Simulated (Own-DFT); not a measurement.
# Reading a pressure off an energy slope: alpha-quartz SiO2, 70 atoms (O46Si24), with two O vacancies

All values are computed. Each geometry was run twice at fixed positions with Own-DFT, a retired in-house plane-wave program that no person has reviewed: with PBE, and with HSE06 (exact exchange share 0.25 at short range, screening 0.11 per bohr, Gygi-Baldereschi treatment of its divergence). Both used PseudoDojo norm-conserving files made for PBE, a cutoff of 48 hartree, the Gamma point alone, fixed occupations, a neutral cell and no spin. One k point on a cell 8.5 Å thick isn't converged, and results move with the size of the cell. The oxygen file's force components were 24 meV/Å off all-electron values in a glass.

Unstrained cell vectors in Å: (9.827, 0.000, 0.000); (-4.913, 8.510, 0.000); (0.000, 0.000, 10.810), volume V0 = 904.1 Å³, from measured lattice constants. Each geometry has its own random strain of a few per cent, its own defect sites and random moves of rms u per axis. HSE06 gave the energy alone. D is its energy less that of PBE, over the lowest D shown. The PBE stress wasn't checked against mesh or cutoff.

```
run  V - V0 (Å³)   u (Å)  P with PBE (GPa)  D (eV)
  1          2.8  0.0301              7.23   1.009
  2         -4.9  0.0316              8.34   0.908
  3          3.4  0.0282              7.03   1.030
  4         -7.0  0.0298              9.07   0.816
  5         -2.6  0.0320              7.78   0.935
  6         25.4  0.0332              2.71   1.543
  7         -0.2  0.0312              7.99   0.894
  8          7.6  0.0299              5.32   1.254
  9        -31.6  0.0292             15.86   0.000
 10        -32.1  0.0279             16.06   0.050
 11         -4.1  0.0305              8.78   0.821
 12          4.2  0.0306              7.02   1.009
 13         -6.6  0.0332              8.44   0.910
 14        -13.8  0.0291             10.77       ?
```

## Worked fit

D = 0.96 + 0.0272 (V - V0) eV, with an error of 0.0015 on the volume slope and a scatter of 0.08 eV. Pressure is -dE/dV, and 1 eV/Å³ is 160.2 GPa, so HSE06 changes the pressure by -4.4 ± 0.2 GPa. Turning this into a change of volume would need the relaxed stiffness: quartz yields by tilting its tetrahedra, which these fixed-ion runs don't allow.

## Prediction

Q: what D should run 14 give?

From the fit: 0.58 eV, with rows scattering by 0.08. The hidden result is 0.693 eV.
